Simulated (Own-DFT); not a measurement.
# One host, several defects: C11b WSi2

No measurement is shown. These are fixed-geometry runs of a retired plane-wave code named Own-DFT, which no person has reviewed; spin and spin-orbit coupling are neglected.

Settings: PBE; PseudoDojo norm-conserving scalar-relativistic files; cutoff 50 hartree; 5 x 5 x 5 k mesh centred on Gamma; cold (Marzari-Vanderbilt) smearing of 0.2 eV.

Keep in mind: forces on such cells failed a check on a denser k mesh; stress not checked against mesh or cutoff.

All runs share one cell, with vectors in Å (-2.148, -5.953, 3.409); (-6.444, 2.976, 1.136); (-2.553, -2.948, -6.757) and a volume of 403.2 Å³. Atoms were moved at random from their sites; u is the rms move along one axis. The defect's site can differ from row to row.

```
              cell  formula   u (Å)  P (GPa)
         no defect  Si20W10  0.0192     4.29
         no defect  Si20W10  0.0222     4.62
         no defect  Si20W10  0.0496     5.67
one W on a Si site  Si19W11  0.0276     9.82
one W on a Si site  Si19W11  0.0305    10.77
one W on a Si site  Si19W11  0.0459    11.62
one W on a Si site  Si19W11  0.0462        ?
one Si on a W site   Si21W9  0.0291     6.01
one Si on a W site   Si21W9  0.0455     7.55
one Si on a W site   Si21W9  0.0525     7.18
    one Si vacancy  Si19W10  0.0311     3.41
    one Si vacancy  Si19W10  0.0439     4.08
    one Si vacancy  Si19W10  0.0521     4.87
```

## What the rows give

P = P0 + c u² + a shift for each defect gives P0 = 4.03 GPa, c = 751 ± 137 GPa/Å² and a scatter of 0.37 GPa. The shifts, and each times the cell's volume:

- one W on a Si site: 5.76 ± 0.30 GPa, 14.5 eV
- one Si on a W site: 1.46 ± 0.32 GPa, 3.7 eV
- one Si vacancy: -1.31 ± 0.32 GPa, -3.3 eV

Against the defect-free cell, a freed cell would be larger where the shift is positive and smaller where it is negative (160.2 GPa Å³ is 1 eV). The atoms around the defects weren't relaxed, which would change these numbers.

## Test on the hidden row

The question: what pressure belongs in the blank (one W on a Si site, u = 0.0462 Å)?

The fit gives 11.39 ± 0.44 GPa. Computed: 10.83 GPa.
